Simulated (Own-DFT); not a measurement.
# How HSE06 shifts the pressure of corundum Al2O3, 78 atoms (Al32O46), with two O vacancies

All values are computed. Each geometry was run twice at fixed positions with Own-DFT, a retired in-house plane-wave program that no person has reviewed: with PBE, and with HSE06 (exact exchange share 0.25 at short range, screening 0.11 per bohr, Gygi-Baldereschi treatment of its divergence). Both used PseudoDojo norm-conserving files made for PBE, a cutoff of 48 hartree, the Gamma point alone, fixed occupations, a neutral cell and no spin. The unstrained cell is 7.9 Å across at its thinnest, so Gamma alone is coarse and defects feel their images. The oxygen file's force components were 24 meV/Å off all-electron values in a glass.

Unstrained cell vectors in Å: (5.494, 0.000, 8.660); (-2.747, 4.758, 8.660); (-2.747, -4.758, 8.660), volume V0 = 679.1 Å³, from measured lattice constants. Each geometry has its own random strain of a few per cent, its own defect sites and random moves of rms u per axis. HSE06 gave the energy alone. D is its energy less that of PBE, over the lowest D shown. The PBE stress wasn't checked against mesh or cutoff.

```
run  V - V0 (Å³)   u (Å)  P with PBE (GPa)  D (eV)
  1        -14.0  0.0300             12.32   0.625
  2         -4.4  0.0496             10.80   1.189
  3         -1.1  0.0293              7.33   1.145
  4        -13.3  0.0302             13.02   0.642
  5         -7.6  0.0292             10.55   0.811
  6        -19.3  0.0282             14.91   0.381
  7         13.4  0.0472              4.18   1.787
  8        -16.1  0.0299             13.15   0.541
  9         18.6  0.0450              2.34   1.976
 10          3.0  0.0478              7.61   1.413
 11        -14.4  0.0473             15.14   0.714
 12        -28.7  0.0304             19.44   0.000
 13        -15.5  0.0448             13.57       ?
```

## Analysis

D = 1.06 + 0.0390 (V - V0) + 105 u² eV, with an error of 0.0009 on the volume slope, 16 on the last term and a scatter of 0.03 eV. Pressure is -dE/dV, and 1 eV/Å³ is 160.2 GPa, so HSE06 changes the pressure by -6.2 ± 0.1 GPa. With the ions held to the strained lattice, the PBE pressure falls by 266 ± 10 GPa per unit of volume strain; the shape of the strain isn't fitted, so the true error is larger, and a relaxed crystal would be softer. On that slope HSE06's volume at a given pressure is about 2.3 % smaller, or 0.8 % in lengths. At u = 0 and V0 the PBE pressure is 6.2 GPa, which puts the zero-pressure volume, against the measured cell and with the defects in, at +2.3 % for PBE and -0.0 % for HSE06, each good to a few tenths of a per cent.

## The run left out

Q: what D should run 13 give?

The fitted form gives 0.66 eV, with rows scattering by 0.03. Computed: 0.655 eV.
